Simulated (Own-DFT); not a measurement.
Simulation results for Hf36O71 (tetragonal hafnia with one neutral oxygen vacancy, atoms displaced)

Computed with Own-DFT development build. A calculation, not a measurement: plane-wave PBE and HSE06 DFT by an unreviewed code, no spin, of a simulated cell at Gamma alone, so results move with cell size and shape, stress positive in tension, energies less offsets, not probed for a lower state with spin; hafnium file: forces about 75 meV/angstrom off all-electron values; oxygen file: force components 24 meV/angstrom off all-electron in a glass; k mesh not checked against a denser one; forces and stress are PBE's, HSE06 gives the energy alone, and its difference from PBE has offsets of its own; offsets are fitted by least squares, one for each functional and potential file, so energies compare only between cells with the same atoms and settings and are not formation energies; the far tail of each file's local potential was reset to the Coulomb form; each entry is a single point on an unrelaxed cell, so the pressure reflects the starting lattice, taken from the Materials Project, from which strain is counted, and rises with the displacements; printed positions are rounded, which can move forces by about a meV/angstrom; the program is a retired in-house code; no spin-orbit coupling.

```yaml
- formula: Hf36O71
  kind: "tetragonal hafnia with one neutral oxygen vacancy, atoms displaced"
  structure:
    cell_angstrom: [[10.78, 0.0, 0.0], [0.0, 10.78, 0.0], [0.0, 0.0, 10.4493]]
    atoms_fractional:
      - [Hf, 0.99299, 0.00071, 0.99884]
      - [Hf, 0.16874, 0.16628, 0.2491]
      - [O, 0.00186, 0.16293, 0.14655]
      - [O, 0.16405, 0.00167, 0.35095]
      - [O, 0.99659, 0.16883, 0.40638]
      - [O, 0.16539, 0.00437, 0.09745]
      - [Hf, 0.9965, 0.00015, 0.49714]
      - [Hf, 0.16497, 0.16221, 0.75072]
      - [O, 0.99673, 0.16578, 0.6512]
      - [O, 0.16219, 0.006, 0.84561]
      - [O, 0.9946, 0.16949, 0.89899]
      - [Hf, 0.00022, 0.33506, 0.00133]
      - [Hf, 0.16864, 0.49864, 0.25223]
      - [O, 0.99598, 0.50669, 0.15268]
      - [O, 0.16796, 0.33379, 0.35355]
      - [O, 0.00129, 0.50101, 0.3977]
      - [O, 0.16455, 0.33423, 0.10239]
      - [Hf, 0.9975, 0.33649, 0.50217]
      - [Hf, 0.16659, 0.50271, 0.7477]
      - [O, 0.002, 0.50135, 0.6566]
      - [O, 0.16772, 0.33313, 0.84802]
      - [O, 0.00195, 0.50185, 0.90295]
      - [O, 0.16654, 0.33606, 0.59978]
      - [Hf, 0.99524, 0.6645, 0.003]
      - [Hf, 0.16491, 0.83572, 0.24633]
      - [O, 0.99941, 0.82648, 0.14875]
      - [O, 0.17153, 0.66218, 0.34643]
      - [O, 0.00132, 0.83526, 0.4033]
      - [O, 0.16759, 0.67376, 0.0984]
      - [Hf, 0.00223, 0.66595, 0.49951]
      - [Hf, 0.1687, 0.83567, 0.74381]
      - [O, 0.00468, 0.83189, 0.65042]
      - [O, 0.16653, 0.67187, 0.84792]
      - [O, 0.99946, 0.82701, 0.90468]
      - [O, 0.16714, 0.66477, 0.60273]
      - [Hf, 0.33229, 0.00607, 0.99835]
      - [Hf, 0.49734, 0.1651, 0.24704]
      - [O, 0.33225, 0.17076, 0.15343]
      - [O, 0.50135, 0.00154, 0.34975]
      - [O, 0.33263, 0.16686, 0.39447]
      - [O, 0.50132, 0.99823, 0.09862]
      - [Hf, 0.33391, 0.00306, 0.49883]
      - [Hf, 0.50021, 0.1645, 0.75193]
      - [O, 0.33237, 0.16656, 0.65421]
      - [O, 0.49834, 0.99755, 0.84751]
      - [O, 0.3304, 0.16372, 0.90509]
      - [O, 0.5001, 0.99987, 0.59481]
      - [Hf, 0.32876, 0.33189, 0.001]
      - [Hf, 0.49914, 0.5006, 0.25494]
      - [O, 0.33071, 0.50068, 0.14983]
      - [O, 0.49915, 0.33388, 0.35091]
      - [O, 0.33198, 0.503, 0.39859]
      - [O, 0.50122, 0.33141, 0.10152]
      - [Hf, 0.3406, 0.33409, 0.50131]
      - [Hf, 0.50103, 0.49185, 0.74281]
      - [O, 0.33174, 0.4971, 0.64955]
      - [O, 0.50267, 0.33499, 0.84892]
      - [O, 0.32719, 0.49609, 0.90507]
      - [O, 0.49675, 0.33098, 0.59579]
      - [Hf, 0.33082, 0.66811, 0.00187]
      - [Hf, 0.50165, 0.83359, 0.24394]
      - [O, 0.33442, 0.83366, 0.14962]
      - [O, 0.4986, 0.66894, 0.35138]
      - [O, 0.33259, 0.83353, 0.39872]
      - [O, 0.49742, 0.66929, 0.09896]
      - [Hf, 0.32856, 0.66699, 0.49657]
      - [Hf, 0.49684, 0.83315, 0.75305]
      - [O, 0.3318, 0.83623, 0.6573]
      - [O, 0.50005, 0.66519, 0.8493]
      - [O, 0.33082, 0.82968, 0.90583]
      - [O, 0.49952, 0.66721, 0.59504]
      - [Hf, 0.66701, 0.00119, 0.99938]
      - [Hf, 0.82993, 0.16799, 0.24957]
      - [O, 0.6649, 0.15968, 0.14933]
      - [O, 0.83823, 0.99742, 0.34494]
      - [O, 0.66699, 0.17399, 0.40207]
      - [O, 0.83894, 0.00072, 0.0967]
      - [Hf, 0.66563, 0.00686, 0.50163]
      - [Hf, 0.8319, 0.16269, 0.75263]
      - [O, 0.67433, 0.16917, 0.65087]
      - [O, 0.8293, 0.00111, 0.85038]
      - [O, 0.66756, 0.17315, 0.90896]
      - [O, 0.83527, 0.99604, 0.59577]
      - [Hf, 0.668, 0.33929, 0.00056]
      - [Hf, 0.83468, 0.49817, 0.25206]
      - [O, 0.66652, 0.50103, 0.14999]
      - [O, 0.832, 0.3313, 0.3548]
      - [O, 0.66958, 0.5006, 0.40427]
      - [O, 0.83147, 0.3313, 0.09826]
      - [Hf, 0.66604, 0.33614, 0.49844]
      - [Hf, 0.83388, 0.50386, 0.74851]
      - [O, 0.66068, 0.50572, 0.65179]
      - [O, 0.83452, 0.33281, 0.84676]
      - [O, 0.66621, 0.5013, 0.90278]
      - [O, 0.8343, 0.33201, 0.59809]
      - [Hf, 0.66579, 0.66477, 0.00445]
      - [Hf, 0.83661, 0.83365, 0.24899]
      - [O, 0.66597, 0.8329, 0.15277]
      - [O, 0.82413, 0.66381, 0.35157]
      - [O, 0.6724, 0.82854, 0.40275]
      - [O, 0.83893, 0.66295, 0.09408]
      - [Hf, 0.67142, 0.66244, 0.50358]
      - [Hf, 0.83484, 0.83806, 0.74613]
      - [O, 0.66847, 0.83391, 0.64856]
      - [O, 0.82897, 0.67054, 0.84627]
      - [O, 0.66954, 0.83759, 0.89903]
      - [O, 0.83494, 0.66494, 0.60239]
  settings:
    first_functional: PBE
    second_functional: HSE06
    exact_exchange_share: 0.25
    "screening [1/bohr]": 0.11
    exchange_divergence: Gygi-Baldereschi
    potential_files: "PseudoDojo norm-conserving, scalar-relativistic, made for PBE, standard set"
    "wave_cutoff [hartree]": 48.0
    occupations: fixed
    k_mesh: "1 x 1 x 1 centred on Gamma"
  results:
    "PBE_energy_of_cell_above_offsets [eV]": "-100.204"
    "HSE06_less_PBE_above_offsets [eV]": "-0.100"
    "PBE_pressure [GPa]": 0.62
    "PBE_stress_xx [GPa]": -1.29
    "PBE_stress_yy [GPa]": 0.33
    "PBE_stress_zz [GPa]": -0.91
    "PBE_stress_yz [GPa]": 0.56
    "PBE_stress_xz [GPa]": 0.56
    "PBE_stress_xy [GPa]": -0.02
    force_element: [Hf, Hf, O, O, O, O, Hf, Hf, O, O, O, Hf, Hf, O, O, O, O, Hf, Hf, O, O, O, O, Hf, Hf, O, O, O, O, Hf, Hf, O, O, O, O, Hf, Hf, O, O, O, O, Hf, Hf, O, O, O, O, Hf, Hf, O, O, O, O, Hf, Hf, O, O, O, O, Hf, Hf, O, O, O, O, Hf, Hf, O, O, O, O, Hf, Hf, O, O, O, O, Hf, Hf, O, O, O, O, Hf, Hf, O, O, O, O, Hf, Hf, O, O, O, O, Hf, Hf, O, O, O, O, Hf, Hf, O, O, O, O]
    "force_x [eV/angstrom]": [1.669, -0.929, -0.593, 0.088, -0.022, 0.162, 1.242, -0.851, 0.492, 0.254, 0.137, -0.067, -0.21, 0.821, -0.111, -0.366, -0.05, 1.096, 0.594, -0.818, -0.117, -0.335, 0.077, 2.06, 0.812, 0.01, -0.534, -0.075, -0.416, -0.143, -0.628, -0.548, 0.276, -0.398, -0.154, -0.153, 0.482, 0.17, 0.297, 0.281, -0.649, -0.731, 0.279, 0.493, 0.042, 0.573, 0.093, 0.222, -0.49, 0.684, -0.016, 0.412, -0.233, -2.939, -1.212, 0.674, -0.28, 0.252, 1.584, -0.248, -0.497, -0.383, 0.099, -0.29, 0.601, 1.278, 1.114, 0.42, 0.05, 0.303, -0.656, 0.196, 0.744, 0.428, -0.366, 0.065, -1.706, 0.063, 1.298, -1.98, 0.308, -0.329, -0.551, -0.506, -0.219, 0.004, 0.03, -0.44, 0.433, 0.912, -0.031, 1.403, -0.244, 0.233, -0.685, -0.14, -0.955, 1.084, 1.096, -0.192, -2.481, -1.022, -0.483, -0.407, 0.062, -0.374, 0.697]
    "force_y [eV/angstrom]": [-0.019, 0.379, 0.459, -0.085, -0.047, -0.436, 0.817, 1.849, -0.541, -1.649, -0.383, -0.321, -0.434, -0.722, -0.139, 0.168, -0.003, -0.788, -0.252, 0.056, -0.329, -0.5, -0.073, 0.406, -0.542, 0.665, 1.266, -1.238, -0.381, 0.211, -0.493, 0.466, -0.797, 1.724, 0.112, -2.277, 0.275, -0.405, -0.129, -0.079, 0.319, -0.454, 0.256, -0.451, 1.088, 0.996, 0.524, 1.1, 0.586, -0.234, 0.077, -0.788, 0.043, 0.138, 2.001, -0.003, -0.994, 0.403, -0.038, -0.644, -0.334, 0.33, -0.502, 0.55, -0.12, 0.318, -1.606, 0.441, -0.196, 1.776, 0.099, -0.037, -0.157, 0.059, 0.829, -1.035, -0.338, -1.797, 1.495, -0.45, -0.208, -1.236, 0.095, -0.056, 0.259, 0.175, 0.57, -0.699, 0.029, -0.171, -0.177, -0.706, 0.629, 0.01, 0.848, 0.603, -0.589, -0.007, 0.181, 1.351, 0.276, 1.819, -0.967, 0.173, -0.551, -0.49, -0.201]
    "force_z [eV/angstrom]": [-0.719, 0.631, 0.903, -0.186, -0.504, -0.037, 0.337, -0.858, 0.251, -0.083, 0.481, -0.766, -0.363, 0.181, -0.804, 0.64, -0.183, 0.098, 1.256, -0.872, 0.296, -0.073, -0.431, -1.036, 0.001, 0.751, 0.433, -0.494, 0.193, 0.197, 1.77, -0.269, -0.528, -0.352, -0.791, 0.785, 0.289, -0.68, -0.388, 0.997, -0.268, -0.387, -0.082, -0.199, 0.134, -0.717, 0.552, 0.05, -0.662, 0.572, -0.049, 0.32, -0.353, -0.882, 1.365, -0.121, -0.412, -0.177, 1.04, -0.508, 1.295, 0.508, -0.87, 0.708, 0.236, 0.011, -0.311, -1.021, -0.456, -0.484, 0.089, 0.166, -0.139, 0.848, -0.057, -0.208, 0.545, -0.744, 0.152, 0.096, -0.079, -0.922, 0.344, 0.058, 0.053, 0.562, -0.983, -0.431, 0.58, 0.24, 0.811, -0.294, -0.119, -0.176, 0.052, -1.076, 0.637, -0.505, -0.708, 0.222, 1.104, -0.348, 0.489, 0.683, -0.128, 0.677, -0.403]
```
